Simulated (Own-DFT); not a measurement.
# Which defects push the lattice out? zincblende GaAs

Everything here is calculated. The program is Own-DFT (plane waves, in-house, since retired, never reviewed by a person); positions were held fixed, and spin and spin-orbit coupling were off.

Method: PBE; PseudoDojo norm-conserving scalar-relativistic files; cutoff 42 hartree; 3 x 3 x 3 k mesh centred on Gamma; Fermi-Dirac smearing of 0.1 eV.

Limits (not all hold for every row): not probed for a lower state with spin; forces not confirmed at this smearing and k mesh; stress not checked against mesh or cutoff.

All runs share one cell, with vectors in Å (11.737, 0.000, 0.000); (0.000, 11.737, 0.000); (0.000, 0.000, 10.833) and a volume of 1492.4 Å³, strained against the parent crystal. Atoms were moved at random from their sites; u is the rms move along one axis. The defect's site can differ from row to row.

```
cell,formula,u (Å),P (GPa)
no defect,As32Ga32,0.0279,1.24
no defect,As32Ga32,0.0321,1.28
no defect,As32Ga32,0.0509,1.51
one In on a Ga site,As32Ga31In,0.0491,2.11
one In on a Ga site,As32Ga31In,0.0512,2.15
one In on a Ga site,As32Ga31In,0.0530,2.35
one Al on a Ga site,AlAs32Ga31,0.0294,1.20
one Al on a Ga site,AlAs32Ga31,0.0474,1.52
one Al on a Ga site,AlAs32Ga31,0.0493,1.60
one As vacancy and one Ga vacancy,As31Ga31,0.0323,?
one As vacancy and one Ga vacancy,As31Ga31,0.0331,0.99
one As vacancy and one Ga vacancy,As31Ga31,0.0499,1.19
one As vacancy and one Ga vacancy,As31Ga31,0.0534,1.21
one P on an As site,As31Ga32P,0.0311,1.03
one P on an As site,As31Ga32P,0.0316,1.03
one P on an As site,As31Ga32P,0.0323,1.02
```

## What the rows give

P = P0 + c u² + a shift for each defect gives P0 = 1.08 GPa, c = 178 ± 26 GPa/Å² and a scatter of 0.06 GPa. The shifts, and each times the cell's volume:

- one In on a Ga site: 0.66 ± 0.06 GPa, 6.1 eV
- one Al on a Ga site: 0.04 ± 0.05 GPa, 0.3 eV (not resolved)
- one P on an As site: -0.23 ± 0.05 GPa, -2.1 eV
- one As vacancy and one Ga vacancy: -0.33 ± 0.05 GPa, -3.1 eV

Positive is outwards. The product with the volume (160.2 GPa Å³ to the eV) is nearly free of the cell's size; divided by the bulk modulus at the cell's pressure it gives the volume that the defect adds. The atoms around the defects weren't relaxed, which would change these numbers.

## Check

Q: what pressure belongs in the blank (one As vacancy and one Ga vacancy, u = 0.0323 Å)?

From the fit: 0.93 ± 0.08 GPa. The calculation gave 0.86 GPa.
